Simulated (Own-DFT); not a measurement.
# Point defects and the pressure they add: zincblende GaP

Calculated, not measured: single-point runs of Own-DFT, a retired in-house plane-wave DFT program that no person has reviewed, on unrelaxed cells, without spin or spin-orbit coupling.

Settings: PBE; PseudoDojo norm-conserving scalar-relativistic files; cutoff 42 hartree; 2 x 3 x 3 k mesh centred on Gamma; Fermi-Dirac smearing of 0.1 eV.

Limits (not all hold for every row): not probed for a lower state with spin; forces on such cells failed a check on a denser k mesh; forces on such cells moved up to 12 meV/angstrom on a denser k mesh; forces on such cells passed a denser k mesh, each cell not checked; stress not checked against mesh or cutoff.

All runs share one cell, with vectors in Å (16.352, 0.000, 0.000); (0.000, 10.901, 0.000); (0.000, 0.000, 10.901) and a volume of 1943.1 Å³. u is the rms random offset of the atoms per axis. The defect's site can differ from row to row.

| cell | formula | u (Å) | P (GPa) |
|---|---|---|---|
| no defect | Ga48P48 | 0.0204 | 2.71 |
| no defect | Ga48P48 | 0.0492 | 3.16 |
| no defect | Ga48P48 | 0.0529 | 3.35 |
| two P on a Ga site each | Ga46P50 | 0.0286 | 2.92 |
| two P on a Ga site each | Ga46P50 | 0.0339 | 3.02 |
| two P on a Ga site each | Ga46P50 | 0.0517 | 3.32 |
| two P vacancies | Ga48P46 | 0.0291 | ? |
| two P vacancies | Ga48P46 | 0.0323 | 2.52 |
| two P vacancies | Ga48P46 | 0.0476 | 2.92 |
| two P vacancies | Ga48P46 | 0.0504 | 2.75 |
| one Ga on a P site | Ga49P47 | 0.0304 | 3.15 |
| one Ga on a P site | Ga49P47 | 0.0512 | 3.61 |
| one Ga on a P site | Ga49P47 | 0.0534 | 3.67 |
| one P on a Ga site | Ga47P49 | 0.0281 | 2.90 |
| one P on a Ga site | Ga47P49 | 0.0297 | 2.88 |
| one P on a Ga site | Ga47P49 | 0.0521 | 3.33 |

## Worked fit

P = P0 + c u² + a shift for each defect gives P0 = 2.62 GPa, c = 241 ± 19 GPa/Å² and a scatter of 0.06 GPa. The shifts, and each times the cell's volume:

- one Ga on a P site: 0.34 ± 0.05 GPa, 4.1 eV
- two P on a Ga site each: 0.09 ± 0.05 GPa, 1.1 eV (0.5 eV for each of its 2 sites) (not resolved)
- one P on a Ga site: 0.06 ± 0.05 GPa, 0.8 eV (not resolved)
- two P vacancies: -0.36 ± 0.05 GPa, -4.4 eV (-2.2 eV for each of its 2 sites)

Positive is outwards. The product with the volume (160.2 GPa Å³ to the eV) is nearly free of the cell's size; divided by the bulk modulus at the cell's pressure it gives the volume that the defect adds. The atoms around the defects weren't relaxed, which would change these numbers.

## Test on the hidden row

Q: what pressure belongs in the blank (two P vacancies, u = 0.0291 Å)?

The fitted form gives 2.46 ± 0.08 GPa. The run itself gave 2.48 GPa.
